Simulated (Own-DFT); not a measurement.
# Response to strain: wurtzite AlGaN with randomly placed atoms, 72 atoms (Al9Ga27N36)

Calculated results; nothing here was measured. They come from Own-DFT, an in-house plane-wave density functional program, since retired, whose code no person has reviewed. Each row is one single-point run on a periodic cell that was not relaxed, without spin or spin-orbit coupling.

Settings of every run: PBEsol; PseudoDojo norm-conserving scalar-relativistic files, made for PBE; cutoff 42 hartree; 4 x 4 x 3 k mesh centred on Gamma; Fermi-Dirac smearing of 0.1 eV.

Known limits: forces on such cells passed a denser k mesh, each cell not checked; stress not checked against mesh or cutoff.

Unstrained cell vectors in Å: (9.509, 0.000, 0.000); (-4.755, 8.235, 0.000); (0.000, 0.000, 10.268). The unstrained cell has measured lattice constants (interpolated for alloys), not those of this functional. That, the random moves and any unrelaxed bonds set the pressure at no strain. Each run strains this cell uniformly, with the atoms carried along. Every atom was also moved at random, by a Gaussian of width 0.05 Å on each axis. The random placing of the alloy's atoms differs from row to row. Strain is the symmetric tensor, in per cent. Stress is positive in tension, and the pressure is minus a third of its trace.

| run | e_xx (%) | e_yy (%) | e_zz (%) | s_xx (GPa) | s_yy (GPa) | s_zz (GPa) | P (GPa) | E (meV/atom) |
|---|---|---|---|---|---|---|---|---|
| 1 | -2.50 | -2.50 | 0.00 | -18.36 | -18.16 | -6.67 | 14.39 | 42.3 |
| 2 | 2.75 | 2.75 | 0.00 | 11.55 | 10.60 | -2.02 | -6.71 | 18.7 |
| 3 | -0.25 | -0.25 | 0.00 | -3.45 | -3.34 | -3.50 | 3.43 | 0.0 |
| 4 | 2.25 | 2.25 | 0.00 | 7.61 | 8.63 | -0.98 | -5.08 | 22.6 |
| 5 | -2.25 | -2.25 | 0.00 | -14.74 | -18.94 | -5.37 | 13.01 | 35.2 |
| 6 | -1.75 | -1.75 | 0.00 | -15.18 | -13.80 | -3.33 | 10.77 | 35.9 |
| 7 | 1.50 | 1.50 | 0.00 | 4.63 | 5.36 | -2.29 | -2.57 | 14.3 |
| 8 | -3.00 | -3.00 | 0.00 | -19.91 | -20.85 | -7.49 | 16.08 | 35.3 |
| 9 | 0.75 | 0.75 | 0.00 | ? | ? | ? | ? | ? |

E is the free energy for each atom above the lowest run shown.

## Worked fit

The change of volume is close to e_xx + e_yy + e_zz. A straight line through the runs shown gives P = 3.87 - 202 x (fractional change of volume) GPa, with an error of 6 on the slope and a scatter of 0.72 GPa. The strain isn't the same on all axes and the cell isn't cubic, so the slope belongs to this path and is not the bulk modulus.

## Withheld run

Question: what pressure should run 9 give? Its volume changes by 1.51 %.

The line gives 0.8 GPa. The calculation gave -0.29 GPa.
